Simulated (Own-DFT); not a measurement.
# A layer strained by its substrate: wurtzite AlGaN with randomly placed atoms, 72 atoms (Al27Ga9N36)

Calculated, not measured: single-point runs of Own-DFT, a retired in-house plane-wave DFT program that no person has reviewed, on unrelaxed cells, without spin or spin-orbit coupling.

Settings: PBE; PseudoDojo norm-conserving scalar-relativistic files (stringent for Ga); cutoff 96 hartree; 4 x 4 x 3 k mesh centred on Gamma; Gaussian smearing of 0.01 eV.

Limits: forces on such cells passed a denser k mesh, each cell not checked; stress not checked against mesh or cutoff.

Unstrained cell vectors in Å: (9.394, 0.000, 0.000); (-4.697, 8.135, 0.000); (0.000, 0.000, 10.066). The unstrained cell has measured lattice constants (interpolated for alloys), not those of this functional. That, the random moves and any unrelaxed bonds set the pressure at no strain. Each run strains x and y alike by e, as a substrate would, and holds the height along z. Each coordinate of each atom was shifted by a normal deviate of width 0.05 Å. The random placing of the alloy's atoms differs from row to row. Stress is positive in tension.

| e (%) | u (Å) | (s_xx + s_yy)/2 (GPa) | s_zz (GPa) |
|---|---|---|---|
| -2.25 | 0.052 | -19.93 | -11.79 |
| -2.00 | 0.048 | -17.06 | -11.43 |
| -0.25 | 0.047 | -7.02 | -7.51 |
| 0.25 | 0.047 | -4.85 | -5.12 |
| 1.25 | 0.049 | 1.05 | -6.42 |
| 1.75 | 0.048 | 2.06 | -3.50 |
| 2.00 | 0.050 | ? | ? |
| 2.50 | 0.045 | 6.78 | -2.68 |
| 2.75 | 0.047 | 8.08 | -2.90 |
| 3.00 | 0.051 | 8.19 | -3.23 |

## Worked fit

With e as a fraction, the in-plane stress is -5.9 + 547 e - 2141 e² GPa (errors 13 and 829, scatter 0.67), and s_zz is -7.4 + 173 e GPa (slope ± 19, scatter 1.04). At e = 0 the first slope is C11 + C12 and the second 2 C13, both with the ions held to the strained lattice and at the cell's own pressure. A free layer would change its height as e changes, and the in-plane slope would drop by 2 C13²/C33 to the biaxial modulus. At fixed height, a misfit of 1 % moves the in-plane stress by about 5.5 GPa and s_zz by 1.7 GPa.

## Check

Question: what are the two stresses at e = 2.00 %?

From the fit: 4.2 and -4.0 GPa. Computed: 4.29 and -3.51 GPa.
